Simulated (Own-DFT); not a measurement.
# Point defects and the pressure they add: C11b WSi2

Calculated, not measured: single-point runs of Own-DFT, a retired in-house plane-wave DFT program that no person has reviewed, on unrelaxed cells, without spin or spin-orbit coupling.

Method: PBE; PseudoDojo norm-conserving scalar-relativistic files; cutoff 50 hartree; 5 x 5 x 5 k mesh centred on Gamma; cold (Marzari-Vanderbilt) smearing of 0.2 eV.

Known weak points: forces on such cells failed a check on a denser k mesh; stress not checked against mesh or cutoff.

All runs share one cell, with vectors in Å (-2.148, -5.953, 3.409); (-6.444, 2.976, 1.136); (-2.553, -2.948, -6.757) and a volume of 403.2 Å³. u is the rms random offset of the atoms per axis. The defect's site can differ from row to row.

```
              cell  formula   u (Å)  P (GPa)
         no defect  Si20W10  0.0191     4.51
         no defect  Si20W10  0.0200     4.46
         no defect  Si20W10  0.0483     5.69
     one W vacancy   Si20W9  0.0332     3.76
     one W vacancy   Si20W9  0.0483     4.02
     one W vacancy   Si20W9  0.0486     4.84
one Si on a W site   Si21W9  0.0261     6.10
one Si on a W site   Si21W9  0.0292     6.28
one Si on a W site   Si21W9  0.0450     6.30
one Si on a W site   Si21W9  0.0520        ?
    one Si vacancy  Si19W10  0.0294     3.21
    one Si vacancy  Si19W10  0.0537     4.01
    one Si vacancy  Si19W10  0.0542     4.40
one W on a Si site  Si19W11  0.0258     9.48
one W on a Si site  Si19W11  0.0501    11.06
one W on a Si site  Si19W11  0.0598    12.00
```

## Working it out

P = P0 + c u² + a shift for each defect gives P0 = 4.24 GPa, c = 624 ± 98 GPa/Å² and a scatter of 0.34 GPa. The shifts, and each times the cell's volume:

- one W on a Si site: 5.20 ± 0.30 GPa, 13.1 eV
- one Si on a W site: 1.24 ± 0.27 GPa, 3.1 eV
- one W vacancy: -1.24 ± 0.29 GPa, -3.1 eV
- one Si vacancy: -1.76 ± 0.30 GPa, -4.4 eV

Positive is outwards. The product with the volume (160.2 GPa Å³ to the eV) is nearly free of the cell's size; divided by the bulk modulus at the cell's pressure it gives the volume that the defect adds. The atoms around the defects weren't relaxed, which would change these numbers.

## The run left out

Asked: what pressure belongs in the blank (one Si on a W site, u = 0.0520 Å)?

Estimate: 7.17 ± 0.42 GPa. The calculation gave 7.54 GPa.
